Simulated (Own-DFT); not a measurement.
# Misfit strain and the stress it brings: wurtzite AlGaN with randomly placed atoms, 72 atoms (Al9Ga27N36)

Everything here is calculated. The program is Own-DFT (plane waves, in-house, since retired, never reviewed by a person); positions were held fixed, and spin and spin-orbit coupling were off.

All runs used: PBE; PseudoDojo norm-conserving scalar-relativistic files; cutoff 42 hartree; 4 x 4 x 3 k mesh centred on Gamma; Fermi-Dirac smearing of 0.1 eV.

Limits: forces on such cells passed a denser k mesh, each cell not checked; stress not checked against mesh or cutoff.

Unstrained cell vectors in Å: (9.509, 0.000, 0.000); (-4.755, 8.235, 0.000); (0.000, 0.000, 10.268). The unstrained cell has measured lattice constants (interpolated for alloys), not those of this functional. That, the random moves and any unrelaxed bonds set the pressure at no strain. Each run strains x and y alike by e, as a substrate would, and holds the height along z. Each atom got a random Gaussian move of width 0.05 Å along each axis. The random placing of the alloy's atoms differs from row to row. Stress is positive in tension.

| e (%) | u (Å) | (s_xx + s_yy)/2 (GPa) | s_zz (GPa) |
|---|---|---|---|
| -2.75 | 0.045 | -24.02 | -12.00 |
| -1.50 | 0.048 | -17.15 | -8.82 |
| -1.25 | 0.050 | -13.79 | -10.84 |
| -0.75 | 0.050 | ? | ? |
| 0.50 | 0.050 | -4.62 | -7.13 |
| 0.75 | 0.051 | -3.27 | -7.80 |
| 1.00 | 0.054 | -2.74 | -6.64 |
| 1.50 | 0.050 | 0.23 | -5.44 |
| 2.25 | 0.048 | 3.98 | -5.26 |
| 2.50 | 0.047 | 4.45 | -2.71 |

## Fit

With e as a fraction, the in-plane stress is -7.5 + 544 e - 2301 e² GPa (errors 12 and 820, scatter 0.61), and s_zz is -7.9 + 152 e GPa (slope ± 19, scatter 0.98). At e = 0 the first slope is C11 + C12 and the second 2 C13, both with the ions held to the strained lattice and at the cell's own pressure. A free layer would change its height as e changes, and the in-plane slope would drop by 2 C13²/C33 to the biaxial modulus. At fixed height, a misfit of 1 % moves the in-plane stress by about 5.4 GPa and s_zz by 1.5 GPa.

## Check

The question: what are the two stresses at e = -0.75 %?

The fitted form gives -11.7 and -9.1 GPa. Computed: -10.94 and -10.82 GPa.
